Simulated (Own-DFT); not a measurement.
# Bulk modulus against bond length in tetrahedral crystals

The numbers are computed, not measured, by runs of the plane-wave DFT program Own-DFT (in-house, retired, unreviewed) at fixed positions, with no spin and no spin-orbit coupling.

Caveats (not all hold for every row): forces on such cells moved up to 12 meV/angstrom on a denser k mesh; forces not confirmed at this smearing and k mesh; k mesh not checked against a denser one; forces on such cells passed a denser k mesh, each cell not checked; stress not checked against mesh or cutoff.

All runs are PBE with PseudoDojo norm-conserving files; cutoff and k mesh are each material's own. Every cell starts from measured lattice constants and was given uniform random strains and small random moves of its atoms. Each triple is the change of volume in per cent, the rms move u in Å and the pressure in GPa.

- 3C SiC (C48Si48), 10.36 Å³/atom unstrained: (-2.24, 0.050, 10.77); (-2.06, 0.049, 11.18); (-1.51, 0.048, 8.89); (-0.98, 0.050, 8.66); (1.10, 0.051, 3.19); (2.18, 0.046, 0.10); (2.60, 0.054, 0.24)
- wurtzite AlN (Al64N64), 10.45 Å³/atom unstrained: (-2.86, 0.049, 12.50); (-1.91, 0.051, 9.80); (-1.75, 0.053, 10.04); (-0.52, 0.051, 6.94); (-0.28, 0.048, 6.25); (1.52, 0.051, 2.46); (1.59, 0.052, 2.50)
- wurtzite GaN (Ga48N48), 11.42 Å³/atom unstrained: (-2.78, 0.052, 13.82); (-2.13, 0.050, 12.17); (0.70, 0.049, 6.16); (0.83, 0.052, 5.99); (1.02, 0.050, 5.64); (1.04, 0.054, 5.96); (2.09, 0.049, 3.69)
- diamond silicon (Si64), 20.02 Å³/atom unstrained: withheld
- zincblende GaAs (As32Ga32), 22.58 Å³/atom unstrained: (-2.94, 0.054, 6.57); (-0.22, 0.050, 4.31); (-0.13, 0.046, 4.38); (0.26, 0.052, 4.09); (0.31, 0.050, 3.76); (2.93, 0.049, 1.98); (3.20, 0.052, 1.67)
- grey tin (Sn64), 34.15 Å³/atom unstrained: (-3.31, 0.054, 5.59); (-2.07, 0.052, 4.90); (-1.87, 0.049, 4.83); (-0.20, 0.051, 3.88); (1.80, 0.049, 2.77); (1.80, 0.054, 2.89); (2.10, 0.055, 2.75)

## Analysis

Fit a line to each set against the fractional change of volume; B is minus its slope, and u is nearly the same within a set. To take it to zero pressure, assume that B rises by 4 GPa for each GPa: B0 = B - 4 x (mean pressure). The bond length of an ideal tetrahedral crystal with the unstrained volume v is d = (√3/4)(8 v)^(1/3). Cohen's empirical rule reads B0 = (1971 - 220 L) d^(-3.5) GPa, with L = 0 for group IV crystals and SiC and 1 for III-V compounds.

```
                  material  L  d (Å)   B (GPa)  mean P (GPa)  B0 (GPa)  rule (GPa)
          3C SiC (C48Si48)  0  1.888  235 ± 11           6.1  211 ± 11         213
    wurtzite AlN (Al64N64)  1  1.893   224 ± 6           7.2   195 ± 6         188
    wurtzite GaN (Ga48N48)  1  1.950   208 ± 5           7.6   178 ± 5         169
    diamond silicon (Si64)  0  2.352         ?             ?         ?          99
zincblende GaAs (As32Ga32)  1  2.448    79 ± 2           3.8    63 ± 2          76
           grey tin (Sn64)  0  2.810    53 ± 1           3.9    37 ± 1          53
```

A line through ln[B0/(1971 - 220 L)] against ln d has a slope of -4.4 ± 0.1 and a scatter of 4 %. Against the rule, B0 stands at 99 % for 3C SiC, 104 % for wurtzite AlN, 105 % for wurtzite GaN, 83 % for zincblende GaAs, 71 % for grey tin. PBE tends to make silicon and heavier crystals too soft, and the rule itself is only a guide.

## Test on the hidden row

The question: what B0 does the fitted trend give for diamond silicon (Si64)?

Estimate: 84 GPa. Its own runs give B = 96 ± 2 GPa at a mean pressure of 2.3 GPa, so B0 = 87 GPa.
